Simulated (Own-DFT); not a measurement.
# Device materials side by side: how hard are they to compress?

Source: density functional calculations with Own-DFT, an unreviewed in-house program that is no longer used. Nothing was measured or relaxed, and spin and spin-orbit coupling are left out.

Caveats (not all hold for every row): forces on such cells moved up to 12 meV/angstrom on a denser k mesh; k mesh not checked against a denser one; forces on such cells passed a denser k mesh, each cell not checked; stress not checked against mesh or cutoff.

All runs are PBE with PseudoDojo norm-conserving files; cutoff and k mesh are each material's own. Every cell starts from measured lattice constants and was given uniform random strains and small random moves of its atoms. Each triple is the change of volume in per cent, the rms move u in Å and the pressure in GPa.

- 2H SiC (C36Si36), 10.36 Å³/atom unstrained: (-2.35, 0.050, 12.08); (1.08, 0.052, 3.35); (1.26, 0.046, 2.13); (2.06, 0.049, 1.04); (2.13, 0.053, 1.41); (2.67, 0.052, -0.50); (2.97, 0.052, -0.96)
- wurtzite AlN (Al36N36), 10.45 Å³/atom unstrained: (-2.12, 0.051, 10.85); (-1.88, 0.049, 9.87); (-0.50, 0.047, 6.48); (-0.08, 0.045, 5.50); (0.65, 0.048, 4.34); (1.83, 0.053, 2.68); (2.25, 0.051, 1.75)
- wurtzite GaN (Ga48N48), 11.42 Å³/atom unstrained: (-2.55, 0.049, 13.14); (-2.49, 0.053, 13.49); (-2.19, 0.048, 12.45); (-1.20, 0.051, 10.64); (-0.80, 0.049, 9.10); (-0.58, 0.051, 9.03); (2.26, 0.049, 3.43)
- diamond silicon (Si64), 20.02 Å³/atom unstrained: (-3.40, 0.046, 6.45); (-1.85, 0.050, 4.96); (0.42, 0.049, 2.25); (1.19, 0.050, 1.57); (1.20, 0.048, 1.49); (1.67, 0.051, 0.89); (2.64, 0.047, 0.10)
- zincblende InP (In32P32), 25.27 Å³/atom unstrained: withheld
- grey tin (Sn64), 34.15 Å³/atom unstrained: (-2.62, 0.050, 5.26); (-2.55, 0.050, 5.15); (-1.48, 0.048, 4.52); (-0.89, 0.048, 4.10); (-0.24, 0.049, 3.95); (1.17, 0.051, 3.20); (1.51, 0.050, 2.95)

## Fit

Fit a line to each set against the fractional change of volume; B is minus its slope, and u is nearly the same within a set. To take it to zero pressure, assume that B rises by 4 GPa for each GPa: B0 = B - 4 x (mean pressure). The bond length of an ideal tetrahedral crystal with the unstrained volume v is d = (√3/4)(8 v)^(1/3). Cohen's empirical rule reads B0 = (1971 - 220 L) d^(-3.5) GPa, with L = 0 for group IV crystals and SiC and 1 for III-V compounds.

| material | L | d (Å) | B (GPa) | mean P (GPa) | B0 (GPa) | rule (GPa) |
|---|---|---|---|---|---|---|
| 2H SiC (C36Si36) | 0 | 1.888 | 245 ± 11 | 2.7 | 234 ± 11 | 213 |
| wurtzite AlN (Al36N36) | 1 | 1.893 | 201 ± 13 | 5.9 | 178 ± 13 | 188 |
| wurtzite GaN (Ga48N48) | 1 | 1.950 | 208 ± 8 | 10.2 | 167 ± 8 | 169 |
| diamond silicon (Si64) | 0 | 2.352 | 108 ± 2 | 2.5 | 98 ± 2 | 99 |
| zincblende InP (In32P32) | 1 | 2.541 | ? | ? | ? | 67 |
| grey tin (Sn64) | 0 | 2.810 | 54 ± 2 | 4.2 | 37 ± 2 | 53 |

A line through ln[B0/(1971 - 220 L)] against ln d has a slope of -4.3 ± 0.3 and a scatter of 11 %. Against the rule, B0 stands at 110 % for 2H SiC, 95 % for wurtzite AlN, 99 % for wurtzite GaN, 99 % for diamond silicon, 70 % for grey tin. PBE tends to make silicon and heavier crystals too soft, and the rule itself is only a guide.

## Check

Question: what B0 does the fitted trend give for zincblende InP (In32P32)?

Estimate: 55 GPa. Its own runs give B = 70 ± 3 GPa at a mean pressure of 3.6 GPa, so B0 = 55 GPa.
